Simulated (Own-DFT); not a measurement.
Simulation results for GaAs (zincblende with one plane slipped along a stacking-fault path, atoms displaced)

A calculation, not a measurement: plane-wave PBE density functional theory by an unreviewed code, no spin, of a simulated periodic cell, stress positive in tension, free energy of the whole cell less one offset for each atom, forces on such cells passed a denser k mesh, this cell's mesh not checked; offsets are fitted by least squares, one for each functional and potential file, so energies compare only between cells with the same atoms and settings and are not formation energies; the far tail of each file's local potential was reset to the Coulomb form; each entry is a single point on an unrelaxed cell, so the pressure reflects the starting lattice, mostly measured values (interpolated for alloys), from which strain is counted, and rises with the displacements; printed positions are rounded, which can move forces by about a meV/angstrom; the program, named Own-DFT, is a retired in-house code; no spin-orbit coupling. Program: Own-DFT development build.

## GaAs (zincblende with one plane slipped along a stacking-fault path, atoms displaced)

```
cell vectors (Å)
   5.6533    -5.6533     0.0000
   0.0000     5.6533    -5.6533
  11.4950    11.4950    10.9297
atoms (fractions of the cell vectors)
Ga  0.00820  0.99035  0.00350
As  0.99685  0.99138  0.12443
Ga  0.14185  0.30810  0.16273
As  0.14462  0.30355  0.29291
Ga  0.33647  0.16640  0.33064
As  0.31844  0.14183  0.45546
Ga  0.00096  0.02637  0.49862
As  0.01279  0.02003  0.62971
Ga  0.19431  0.36339  0.67036
As  0.16927  0.33279  0.79379
Ga  0.33550  0.16963  0.83721
As  0.33712  0.17040  0.96126
Ga  0.02486  0.51677  0.00142
As  0.00462  0.49371  0.12777
Ga  0.16089  0.80995  0.16717
As  0.15489  0.81417  0.28889
Ga  0.31044  0.64418  0.33475
As  0.32526  0.63245  0.45687
Ga  0.01169  0.52959  0.50420
As  0.00838  0.52034  0.62972
Ga  0.18289  0.84444  0.66501
As  0.17259  0.84719  0.79592
Ga  0.34118  0.68041  0.83030
As  0.33399  0.67732  0.95654
Ga  0.50905  0.01893  0.99770
As  0.50158  0.99896  0.12617
Ga  0.65847  0.32064  0.16911
As  0.64683  0.31199  0.29240
Ga  0.82014  0.14038  0.33136
As  0.81260  0.14210  0.46494
Ga  0.52607  0.03050  0.50000
As  0.50842  0.02839  0.62298
Ga  0.66603  0.36030  0.66877
As  0.67453  0.34961  0.79012
Ga  0.84132  0.19302  0.83473
As  0.84149  0.17642  0.96266
Ga  0.50222  0.50900  0.00471
As  0.50272  0.48743  0.12410
Ga  0.65422  0.80873  0.16185
As  0.65542  0.82205  0.28944
Ga  0.81126  0.63148  0.33291
As  0.81336  0.63032  0.45454
Ga  0.52820  0.56017  0.49961
As  0.52361  0.52946  0.62174
Ga  0.67971  0.84833  0.66854
As  0.67451  0.84279  0.79261
Ga  0.81794  0.65867  0.83546
As  0.84688  0.67475  0.95363
```

Settings of this run: functional PBE, potential files PseudoDojo norm-conserving, scalar-relativistic, standard set, wave cutoff 42 hartree, occupations Fermi-Dirac, smearing width 0.1 eV and k mesh 4 x 4 x 2 centred on Gamma.

It finds free energy of cell above offsets -14.705 eV; pressure 5.05 GPa; stress xx -5.2 GPa; stress yy -5.11 GPa; stress zz -4.85 GPa; stress yz -0.45 GPa; stress xz -0.42 GPa; stress xy 1.64 GPa.

Force:
```tsv
element	x (eV/Å)	y (eV/Å)	z (eV/Å)
Ga	-0.781	0.165	-0.778
As	-0.178	-0.493	1.236
Ga	1.752	0.027	-0.03
As	0.136	-0.303	-1.27
Ga	-1.124	0.653	1.887
As	0.654	0.368	-1.147
Ga	1.308	-1.364	2.311
As	-0.093	-0.534	-0.628
Ga	-0.753	-0.209	0.153
As	0.495	0.324	-0.734
Ga	0.294	-0.101	-0.256
As	-0.061	0.588	-0.862
Ga	-1.109	0.714	0.831
As	-1.407	0.089	-0.11
Ga	0.47	0.407	-0.984
As	0.32	0.981	0.206
Ga	-0.067	-0.841	-0.381
As	-1.78	2.453	-2.24
Ga	0.218	-0.652	1.527
As	-0.295	-0.588	0.427
Ga	0.335	1.224	-0.137
As	-1.063	-0.483	0.058
Ga	-0.128	-0.099	0.568
As	1.306	-0.793	-0.567
Ga	0.332	-0.219	1.071
As	-0.642	-0.531	0.252
Ga	0.44	-0.454	-0.218
As	0.873	-1.395	-0.488
Ga	0.249	1.135	0.471
As	1.042	-1.724	-4.446
Ga	-3.127	2.268	2.699
As	0.854	-0.32	0.546
Ga	0.219	-1.202	0.222
As	-0.606	0.285	0.884
Ga	0.043	-0.381	1.042
As	0.284	-0.673	-0.378
Ga	-0.564	-0.993	-0.918
As	-0.541	0.857	0.89
Ga	0.671	0.795	-0.455
As	-0.523	-0.567	1.082
Ga	0.157	0.195	-1.377
As	1.118	0.002	-1.908
Ga	0.84	-1.204	2.971
As	-0.528	0.825	0.013
Ga	-0.112	0.603	-0.665
As	0.193	0.55	-0.455
Ga	0.518	-0.376	-1.396
As	0.362	0.992	1.484
```
